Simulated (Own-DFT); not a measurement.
# Computed records: Hf₃₁O₆₄ (monoclinic hafnia with one vacancy, atoms displaced)

A calculation, not a measurement: plane-wave density functional theory by an unreviewed code, no spin, of a simulated periodic cell, stress positive in tension, run twice, with PBE and with PBEsol, both on files made for PBE, so the change isn't that of files made for PBEsol, defect cell not probed for a lower state with spin; a neutral cation vacancy leaves holes that likely carry spin, which this run leaves out; hafnium file: forces about 75 meV/angstrom off all-electron values; oxygen file: force components 24 meV/angstrom off all-electron in one glass; forces on such cells passed a denser k mesh, this cell's mesh not checked; the far tail of each file's local potential was reset to the Coulomb form; each entry is a single point on an unrelaxed cell, so the pressure reflects the starting lattice, mostly measured values (interpolated for alloys), from which strain is counted, and rises with the displacements; printed positions are rounded, which can move forces by about a meV/angstrom; the program, named Own-DFT, is a retired in-house code; no spin-orbit coupling; stress was not checked against mesh or cutoff. Program: Own-DFT development build.

Entry: Hf₃₁O₆₄ (monoclinic hafnia with one vacancy, atoms displaced)

```xyz
95
Lattice="10.2340 0.0000 0.0000 0.0000 10.3500 0.0000 -1.6955 0.0000 10.4453" Properties=species:S:1:pos:R:3 Hf31O64
Hf     1.1113     0.1390     0.9468
Hf     3.5494     2.7584     1.5611
Hf     3.0099     5.0253     4.1204
Hf     0.9096     2.3768     3.7365
O      0.0377     1.6225     1.8121
O      4.4916     4.2262     0.8587
O      4.1782     3.3774     3.2832
O     -0.3646     0.8916     4.3965
O      1.8810     3.9332     2.6367
O      2.8256     1.3152     0.1445
O      2.4649     1.2086     2.8333
O      1.5480     3.8050     5.0163
Hf     0.3606    10.3275     6.2370
Hf     2.5468     2.8328     6.7798
Hf     2.2310     5.0150     9.3762
O     -0.8071     1.7675     6.9492
O      3.7112     4.3031     5.9326
O      3.2804     3.5200     8.7384
O     -1.0566     0.9680     9.6614
O      1.0379     4.0075     7.8502
O      2.0737     1.1039     5.2568
O      1.5755     1.3084     8.0376
O      0.7614     3.7608    10.2783
Hf     1.2299     5.4025     1.1015
Hf     3.3230     7.9335     1.5964
Hf     3.0258    10.1041     4.0514
Hf     0.7454     7.5369     3.7292
O     -0.0986     6.9074     1.9081
O      4.6964     9.4197     0.7829
O      4.2505     8.6554     3.4740
O     -0.3655     6.1180     4.3672
O      1.8896     9.1070     2.5061
O      2.6848     6.5335     0.0102
O      2.3403     6.4467     2.7668
O      1.4756     8.9559     5.1622
Hf     0.4634     5.3020     6.2173
Hf     2.7301     8.1022     6.6913
Hf     2.1990    10.1473     9.3944
Hf     0.0480     7.5383     9.1010
O     -0.8671     6.8635     6.9538
O      3.7191     9.4771     5.9736
O      3.3848     8.8201     8.6422
O     -1.3065     6.0037     9.5734
O      1.1461     9.1340     7.6560
O      1.9678     6.5451     5.3564
O      1.5766     6.3245     7.9238
O      0.6388     9.0840    10.3431
Hf     6.4263     0.1546     1.1067
Hf     8.6385     2.8597     1.3134
Hf     8.1411     4.8226     4.1631
Hf     5.8749     2.2757     3.7115
O      5.3150     1.7241     1.9065
O      9.6265     4.3476     0.6660
O      9.4178     3.4397     3.4108
O      4.7878     0.8418     4.4015
O      6.9978     3.8121     2.5347
O      6.2140     1.3726    10.4375
O      7.4893     1.2193     2.6116
O      6.5956     3.9546     5.1832
Hf     5.5051     0.0996     6.3099
Hf     7.6430     2.8346     6.6252
Hf     7.2116     5.0312     9.3812
Hf     5.2137     2.3527     8.8493
O      4.4428     1.7536     7.0923
O      8.8971     4.4117     5.9604
O      8.3979     3.4137     8.7583
O      3.9111     0.9423     9.5491
O      6.2809     3.8040     7.7029
O      7.0152     1.2956     5.2800
O      6.7233     1.2628     7.9692
O      5.7052     3.8420    10.4318
Hf     6.3113     5.4638     1.1320
Hf     8.7944     7.8615     1.4645
Hf     8.1709    10.0902     4.0062
Hf     5.9821     7.5829     3.6576
O      5.2057     6.9251     1.9106
O      9.8533     9.5426     0.8240
O      9.2539     8.5862     3.4961
O      4.7910     6.0955     4.4040
O      7.0936     9.0851     2.5306
O      7.9371     6.4996     0.1148
O      7.5554     6.5237     2.6456
O      6.5036     9.0950     5.1275
Hf     5.5004     5.3343     6.3455
Hf     7.7205     8.0350     6.7780
Hf     7.2977    10.1513     9.5094
Hf     4.9316     7.5870     8.9946
O      4.3867     6.8168     7.0047
O      8.8388     9.4146     6.0630
O      8.2993     8.6023     8.6690
O      3.9258     5.9991     9.6271
O      6.2430     9.2380     7.5835
O      7.0861     6.6980     5.2400
O      6.7563     6.4864     7.8996
O      5.6811     8.8929    10.2772
```

Here we set functional PBE, then PBEsol, potential files PseudoDojo norm-conserving, scalar-relativistic, standard set, wave cutoff 72 hartree, occupations Fermi-Dirac, smearing width 0.1 eV and k mesh 2 x 2 x 2 centred on Gamma.

The calculation gives: PBE pressure 8.55 GPa; PBE stress xx -9.18 GPa; PBE stress yy -8.61 GPa; PBE stress zz -7.87 GPa; PBE stress yz 1.56 GPa; PBE stress xz -1.48 GPa; PBE stress xy -0.13 GPa; PBEsol pressure 2.21 GPa; PBEsol stress xx -2.83 GPa; PBEsol stress yy -2.29 GPa; PBEsol stress zz -1.5 GPa; PBEsol stress yz 1.51 GPa; PBEsol stress xz -1.12 GPa; PBEsol stress xy -0.16 GPa; rms change of force components from PBE to PBEsol 0.066 eV/Å.

Force:
```csv
force element,PBE force x (eV/Å),PBE force y (eV/Å),PBE force z (eV/Å),PBEsol force x (eV/Å),PBEsol force y (eV/Å),PBEsol force z (eV/Å)
Hf,6.928,6.721,1.578,6.764,6.628,1.472
Hf,-2.778,-2.623,-2.001,-2.696,-2.505,-1.924
Hf,2.169,-1.096,0.39,2.082,-1.127,0.419
Hf,-0.882,-2.206,-1.312,-0.844,-2.176,-1.306
O,-0.041,0.882,0.073,-0.034,0.869,0.088
O,3.205,3.929,-0.433,3.111,3.826,-0.468
O,0.618,1.793,3.46,0.601,1.7,3.31
O,-0.237,-0.738,0.209,-0.223,-0.746,0.228
O,-0.485,1.06,-2.527,-0.416,1.039,-2.418
O,1.206,-1.027,1.13,1.173,-1.051,1.147
O,-0.659,1.219,-1.763,-0.684,1.195,-1.659
O,-0.992,0.268,2.189,-0.914,0.282,2.123
Hf,-0.527,4.108,1.066,-0.498,4.007,0.991
Hf,-0.259,-1.74,2.573,-0.255,-1.641,2.566
Hf,-2.777,-3.665,-1.349,-2.74,-3.673,-1.338
O,0.124,-0.854,-1.427,0.047,-0.85,-1.454
O,1.325,0.144,1.012,1.276,0.176,0.938
O,2.227,-1.086,-1.735,2.125,-1.039,-1.743
O,-2.519,-1.628,-0.557,-2.526,-1.737,-0.376
O,0.456,0.007,-3.015,0.605,0.084,-2.998
O,-1.437,2.498,2.101,-1.443,2.409,1.998
O,0.729,-0.511,-1.483,0.785,-0.543,-1.462
O,-1.307,2.078,2.052,-1.123,2.131,2.071
Hf,-0.431,-3.653,-1.413,-0.4,-3.521,-1.42
Hf,3.045,2.165,0.388,2.949,2.179,0.421
Hf,0.495,0.823,0.679,0.457,0.797,0.692
Hf,0.786,0.918,2.212,0.756,0.83,2.153
O,8.343,-5.636,0.289,8.184,-5.497,0.347
O,-0.537,-0.576,0.829,-0.524,-0.527,0.762
O,-0.526,-0.878,-1.384,-0.526,-0.867,-1.39
O,-0.349,-1.562,0.127,-0.31,-1.515,0.15
O,-0.374,-1.306,-0.348,-0.269,-1.308,-0.338
O,1.126,-0.406,3.593,1.009,-0.384,3.502
O,-0.437,0.544,-1.921,-0.476,0.547,-1.885
O,-0.648,-0.427,-1.437,-0.579,-0.395,-1.375
Hf,-1.113,1.822,2.868,-1.083,1.841,2.794
Hf,-2.083,-3.619,1.256,-2.066,-3.471,1.231
Hf,-1.119,4.532,-0.162,-1.088,4.416,-0.148
Hf,-3.093,0.213,-6.436,-2.998,0.138,-6.266
O,2.101,-0.366,0.892,2.027,-0.345,0.889
O,2.131,1.506,-0.067,2.068,1.475,-0.108
O,1.707,-2.825,-1.301,1.668,-2.787,-1.297
O,2.213,1.647,1.714,2.162,1.607,1.741
O,-0.496,-1.319,1.615,-0.404,-1.277,1.543
O,0.246,-0.522,-0.825,0.181,-0.528,-0.825
O,-0.628,2.333,0.375,-0.679,2.241,0.405
O,-0.309,-2.18,0.102,-0.257,-2.152,0.103
Hf,-1.326,1.01,-0.482,-1.288,1.028,-0.464
Hf,-0.943,-2.351,3.962,-0.965,-2.245,3.877
Hf,0.541,2.53,-2.089,0.546,2.415,-1.992
Hf,1.104,1.175,-0.057,1.061,1.071,-0.129
O,-1.212,-1.278,-2.424,-1.169,-1.224,-2.285
O,3.511,1.704,2.509,3.4,1.674,2.393
O,-0.687,0.584,-0.4,-0.679,0.563,-0.406
O,-1.447,-0.999,-0.034,-1.401,-0.988,-0.016
O,0.493,1.631,-0.366,0.54,1.584,-0.36
O,0.445,-0.958,1.474,0.389,-0.936,1.43
O,1.072,-0.513,0.718,0.96,-0.536,0.701
O,-0.765,-1.2,-0.979,-0.655,-1.157,-0.921
Hf,-0.243,3.206,-1.09,-0.192,3.158,-1.103
Hf,3.515,-2.59,2.099,3.396,-2.5,2.08
Hf,0.301,-0.857,-2.712,0.318,-0.887,-2.609
Hf,-2.23,0.039,0.954,-2.143,-0.045,0.907
O,-1.386,0.327,-1.437,-1.325,0.327,-1.323
O,-0.122,-1.468,0.768,-0.133,-1.418,0.653
O,-0.828,0.305,-0.813,-0.981,0.376,-0.846
O,0.237,-0.794,1.423,0.246,-0.794,1.408
O,-1.916,2.424,0.512,-1.81,2.34,0.488
O,0.845,0.985,0.447,0.749,0.965,0.437
O,0.518,-0.229,-0.33,0.418,-0.193,-0.311
O,-1.037,0.547,-1.627,-0.915,0.532,-1.577
Hf,0.951,-1.959,0.898,0.964,-1.848,0.847
Hf,-9.643,4.568,-0.899,-9.498,4.487,-0.832
Hf,-1.518,2.347,2.092,-1.512,2.244,2.054
Hf,0.908,0.28,2.119,0.895,0.228,2.056
O,-1.9,-0.494,-2.166,-1.822,-0.474,-2.054
O,-6.11,-4.617,0.065,-5.992,-4.501,-0.008
O,1.826,-0.794,-0.942,1.781,-0.793,-0.975
O,-0.832,-1.173,0.195,-0.809,-1.156,0.232
O,-0.498,0.106,-1.447,-0.441,0.12,-1.385
O,-0.674,-0.053,0.07,-0.703,-0.069,0.087
O,-0.074,-1.608,-0.051,-0.131,-1.534,-0.075
O,0.691,-0.281,-1.432,0.722,-0.255,-1.388
Hf,0.313,1.592,-1.25,0.299,1.604,-1.266
Hf,-0.875,-2.492,-0.829,-0.856,-2.412,-0.79
Hf,0.973,1.338,-4.426,0.966,1.27,-4.312
Hf,1.89,-0.849,-2.297,1.838,-0.87,-2.242
O,-1.172,1.713,1.105,-1.135,1.682,1.11
O,1.788,1.985,-1.446,1.759,1.94,-1.458
O,2.283,-0.09,2.033,2.183,-0.084,1.932
O,1.074,1.237,1.189,1.066,1.215,1.219
O,-1.076,-1.958,3.218,-0.983,-1.901,3.104
O,-0.175,-1.854,0.358,-0.235,-1.795,0.346
O,-1.956,-1.165,0.824,-1.942,-1.142,0.814
O,1.235,2.221,1.113,1.243,2.18,1.062
```
